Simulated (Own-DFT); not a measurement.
# Computed records: SiC (twinned 3C silicon carbide, atoms displaced)

A calculation, not a measurement: plane-wave PBE density functional theory by an unreviewed code, no spin, of a simulated periodic cell, stress positive in tension, free energy of the whole cell less one offset for each atom, forces on such cells passed a denser k mesh, this cell's mesh not checked; offsets are fitted by least squares, one for each functional and potential file, so energies compare only between cells with the same atoms and settings and are not formation energies; the far tail of each file's local potential was reset to the Coulomb form; each entry is a single point on an unrelaxed cell, so the pressure reflects the starting lattice, mostly measured values (interpolated for alloys), from which strain is counted, and rises with the displacements; printed positions are rounded, which can move forces by about a meV/angstrom; the program, named Own-DFT, is a retired in-house code; no spin-orbit coupling. Program: Own-DFT development build.

```json
{"formula": "SiC", "kind": "twinned 3C silicon carbide, atoms displaced", "structure": {"cell_angstrom": [[6.5394, -6.5394, 0.0], [0.0, 6.5394, -6.5394], [8.7192, 8.7192, 8.7192]], "atoms_fractional": [["Si", 0.00253, 0.00068, 0.43584], ["C", 0.00196, 0.99839, 0.06296], ["Si", 0.10904, 0.22451, 0.10583], ["C", 0.10582, 0.21638, 0.22731], ["Si", 0.22048, 0.11242, 0.27038], ["C", 0.22654, 0.11526, 0.3971], ["Si", 0.99639, 0.3272, 0.44009], ["C", 0.9984, 0.33126, 0.06253], ["Si", 0.10865, 0.5512, 0.1051], ["C", 0.10888, 0.55094, 0.2305], ["Si", 0.22392, 0.4464, 0.27041], ["C", 0.2173, 0.4401, 0.39494], ["Si", 0.99736, 0.6657, 0.437], ["C", 0.99859, 0.67265, 0.0621], ["Si", 0.11034, 0.8857, 0.10357], ["C", 0.1123, 0.89131, 0.23065], ["Si", 0.21728, 0.76972, 0.27127], ["C", 0.21912, 0.76909, 0.39461], ["Si", 0.33339, 0.00069, 0.43865], ["C", 0.33095, 0.99953, 0.06244], ["Si", 0.44966, 0.22897, 0.10389], ["C", 0.44246, 0.22473, 0.22971], ["Si", 0.55668, 0.11397, 0.26807], ["C", 0.55678, 0.11374, 0.39512], ["Si", 0.33988, 0.3348, 0.43913], ["C", 0.33555, 0.34133, 0.05909], ["Si", 0.44549, 0.55348, 0.10352], ["C", 0.44763, 0.55682, 0.22826], ["Si", 0.5502, 0.44757, 0.27001], ["C", 0.54701, 0.44121, 0.39134], ["Si", 0.32813, 0.6688, 0.43589], ["C", 0.33201, 0.66395, 0.06211], ["Si", 0.44049, 0.88625, 0.10299], ["C", 0.44174, 0.88795, 0.23034], ["Si", 0.56633, 0.78074, 0.27311], ["C", 0.56216, 0.78442, 0.3962], ["Si", 0.65867, 0.99841, 0.44011], ["C", 0.66306, 0.99264, 0.0628], ["Si", 0.78, 0.22547, 0.10241], ["C", 0.77494, 0.22208, 0.22806], ["Si", 0.88326, 0.10803, 0.26948], ["C", 0.88187, 0.10403, 0.39689], ["Si", 0.6674, 0.33117, 0.4373], ["C", 0.66441, 0.32746, 0.06043], ["Si", 0.77824, 0.55303, 0.10462], ["C", 0.77998, 0.55492, 0.22473], ["Si", 0.89063, 0.44147, 0.27342], ["C", 0.88766, 0.44193, 0.39699], ["Si", 0.67816, 0.67598, 0.44001], ["C", 0.66418, 0.66035, 0.06602], ["Si", 0.7767, 0.88683, 0.1048], ["C", 0.77822, 0.88853, 0.22955], ["Si", 0.88482, 0.76952, 0.27318], ["C", 0.88664, 0.77101, 0.39276], ["Si", 0.00343, 0.99977, 0.93684], ["C", 0.00054, 0.99932, 0.56049], ["Si", 0.89086, 0.77394, 0.60457], ["C", 0.88347, 0.78179, 0.72695], ["Si", 0.77649, 0.89314, 0.77], ["C", 0.77925, 0.88986, 0.89893], ["Si", 0.00091, 0.67359, 0.93546], ["C", 0.00495, 0.672, 0.56339], ["Si", 0.89035, 0.44742, 0.60111], ["C", 0.88324, 0.43991, 0.72722], ["Si", 0.78284, 0.55864, 0.77584], ["C", 0.77552, 0.55797, 0.89506], ["Si", 0.99842, 0.33565, 0.93804], ["C", 0.00124, 0.32936, 0.56355], ["Si", 0.88978, 0.10725, 0.60397], ["C", 0.89588, 0.11789, 0.72977], ["Si", 0.7789, 0.22225, 0.77284], ["C", 0.77714, 0.22312, 0.8979], ["Si", 0.66539, 0.00253, 0.93812], ["C", 0.6687, 0.00058, 0.56142], ["Si", 0.55776, 0.77834, 0.60483], ["C", 0.55383, 0.77934, 0.73058], ["Si", 0.44868, 0.88903, 0.7697], ["C", 0.4445, 0.88856, 0.89603], ["Si", 0.66858, 0.66378, 0.93788], ["C", 0.6702, 0.6685, 0.56389], ["Si", 0.55469, 0.44312, 0.60486], ["C", 0.55802, 0.44906, 0.73182], ["Si", 0.44352, 0.55501, 0.77214], ["C", 0.44199, 0.55383, 0.898], ["Si", 0.66988, 0.33116, 0.93808], ["C", 0.66017, 0.32453, 0.56337], ["Si", 0.55919, 0.11411, 0.60611], ["C", 0.55309, 0.11364, 0.72973], ["Si", 0.44519, 0.22423, 0.7707], ["C", 0.44878, 0.22449, 0.8959], ["Si", 0.33318, 0.99761, 0.93903], ["C", 0.33278, 0.99689, 0.56417], ["Si", 0.22149, 0.78131, 0.60335], ["C", 0.22968, 0.77576, 0.72641], ["Si", 0.10855, 0.89019, 0.77103], ["C", 0.10789, 0.88847, 0.89452], ["Si", 0.33485, 0.67193, 0.93732], ["C", 0.33187, 0.6561, 0.56077], ["Si", 0.22562, 0.4465, 0.60401], ["C", 0.21809, 0.4461, 0.72858], ["Si", 0.11559, 0.56302, 0.77204], ["C", 0.10391, 0.54898, 0.90188], ["Si", 0.33252, 0.33624, 0.94018], ["C", 0.33262, 0.33136, 0.56119], ["Si", 0.22526, 0.11196, 0.60283], ["C", 0.22124, 0.11211, 0.73191], ["Si", 0.11491, 0.22561, 0.7687], ["C", 0.10874, 0.22285, 0.89637]]}, "settings": {"functional": "PBE", "potential_files": "PseudoDojo norm-conserving, scalar-relativistic, standard set", "wave_cutoff [hartree]": 42.0, "occupations": "Fermi-Dirac", "smearing_width [eV]": 0.1, "hardware": "one NVIDIA H200", "k_mesh": "4 x 4 x 2 centred on Gamma"}, "results": {"free_energy_of_cell_above_offsets [eV]": "-16.119", "pressure [GPa]": 3.69, "stress_xx [GPa]": -3.07, "stress_yy [GPa]": -3.79, "stress_zz [GPa]": -4.22, "stress_yz [GPa]": -0.55, "stress_xz [GPa]": -0.46, "stress_xy [GPa]": -0.43, "force_element": ["Si", "C", "Si", "C", "Si", "C", "Si", "C", "Si", "C", "Si", "C", "Si", "C", "Si", "C", "Si", "C", "Si", "C", "Si", "C", "Si", "C", "Si", "C", "Si", "C", "Si", "C", "Si", "C", "Si", "C", "Si", "C", "Si", "C", "Si", "C", "Si", "C", "Si", "C", "Si", "C", "Si", "C", "Si", "C", "Si", "C", "Si", "C", "Si", "C", "Si", "C", "Si", "C", "Si", "C", "Si", "C", "Si", "C", "Si", "C", "Si", "C", "Si", "C", "Si", "C", "Si", "C", "Si", "C", "Si", "C", "Si", "C", "Si", "C", "Si", "C", "Si", "C", "Si", "C", "Si", "C", "Si", "C", "Si", "C", "Si", "C", "Si", "C", "Si", "C", "Si", "C", "Si", "C", "Si", "C"], "force_x [eV/angstrom]": [-0.311, -0.18, -0.276, 0.924, 0.267, -0.786, -0.101, 0.073, -0.121, -0.286, -0.024, 0.697, 0.497, -0.163, 0.76, -0.465, 0.4, -0.037, -0.41, 0.529, -1.295, -0.118, -0.471, -0.506, -1.751, 0.67, 0.022, -0.557, 0.676, 3.065, 1.209, 0.162, 0.658, 0.218, -1.994, -0.655, 0.321, 0.435, -0.471, 0.421, 0.731, 0.128, -0.881, 1.105, -0.522, 0.806, -1.116, 0.273, -2.528, -0.026, 0.061, 0.38, -0.522, 1.665, -0.227, 0.463, -0.167, 1.379, 0.796, -0.863, 0.097, -1.109, 0.204, 1.426, -2.048, 1.339, 0.08, -0.072, 0.13, -1.233, -0.492, -0.102, 0.451, 0.344, -0.675, 0.193, -0.225, -0.325, -0.319, -0.082, 0.332, -0.457, -0.1, 0.01, -0.958, 0.787, -0.659, 0.701, 0.281, -0.445, -0.306, 0.375, 0.783, -0.299, -0.203, 0.817, -0.211, 0.708, -0.76, 1.027, -1.163, 0.035, -1.101, 1.076, -0.209, -0.288, 0.499, 0.185], "force_y [eV/angstrom]": [0.168, 0.502, -1.656, 1.044, -0.315, -0.344, -0.742, 0.353, 0.28, -0.228, -0.425, -0.021, -0.631, -1.372, 1.253, -0.406, 0.215, 1.911, -0.712, 0.081, 0.318, -0.455, 0.548, -0.037, 0.832, 0.517, 0.905, 0.998, -1.702, 0.061, -2.118, 0.473, 0.318, -0.633, 1.008, 0.177, -1.19, 0.75, -0.243, -0.358, 0.236, -0.146, 0.821, 0.564, -0.399, 1.099, 0.187, 0.242, 0.306, -0.543, -0.647, -0.65, -1.054, 0.845, 1.4, -0.204, 0.995, -0.673, 0.269, -0.425, 0.076, -0.5, -0.067, 0.582, -0.923, -0.54, -0.906, 0.653, 0.402, 0.028, -0.09, -0.766, -0.728, 1.064, 0.098, -1.0, 1.261, -0.046, 1.685, -0.346, 0.161, -0.57, 0.298, -0.115, 0.858, 0.303, -0.577, -0.848, 0.642, 0.442, 0.203, -0.106, -1.629, 2.136, -0.849, -0.712, -0.39, 1.538, -0.11, -0.561, -0.234, -0.352, -1.456, 0.468, 0.647, -1.088, 1.035, -0.415], "force_z [eV/angstrom]": [0.036, -0.374, 0.033, -0.423, 0.355, 0.374, -0.551, -0.187, -1.075, -0.369, 0.907, -0.12, 0.323, 1.211, -0.3, 0.895, -1.529, -1.149, -0.132, -0.167, 0.904, -0.43, 0.963, 0.455, -0.551, 2.51, -0.614, -0.326, 0.264, -0.252, 1.44, 0.112, 0.502, 0.077, -0.202, 1.259, -1.078, -0.881, 1.476, -0.176, 0.17, -0.746, -0.387, -0.615, -0.634, 1.834, -0.524, 0.131, 1.093, -1.132, 0.042, 0.089, -2.235, -0.183, -0.108, 0.691, -0.96, 1.027, 0.466, -0.487, 1.695, 0.459, 1.314, -0.748, -1.208, 1.108, 1.303, -0.384, -0.416, 0.727, -0.542, -0.214, 0.844, 0.969, 0.049, -0.111, -0.275, -0.584, -0.202, 0.375, 0.032, -0.02, 0.049, -1.027, -0.806, -2.115, 1.125, 0.477, 0.115, 0.516, -1.084, -0.916, 1.061, -0.262, -0.223, -0.421, 1.452, -2.014, 1.031, -0.072, 1.445, -3.178, -0.462, 0.268, 0.654, -0.739, 0.55, -0.34], "wall_time [s]": 631.1}}
```
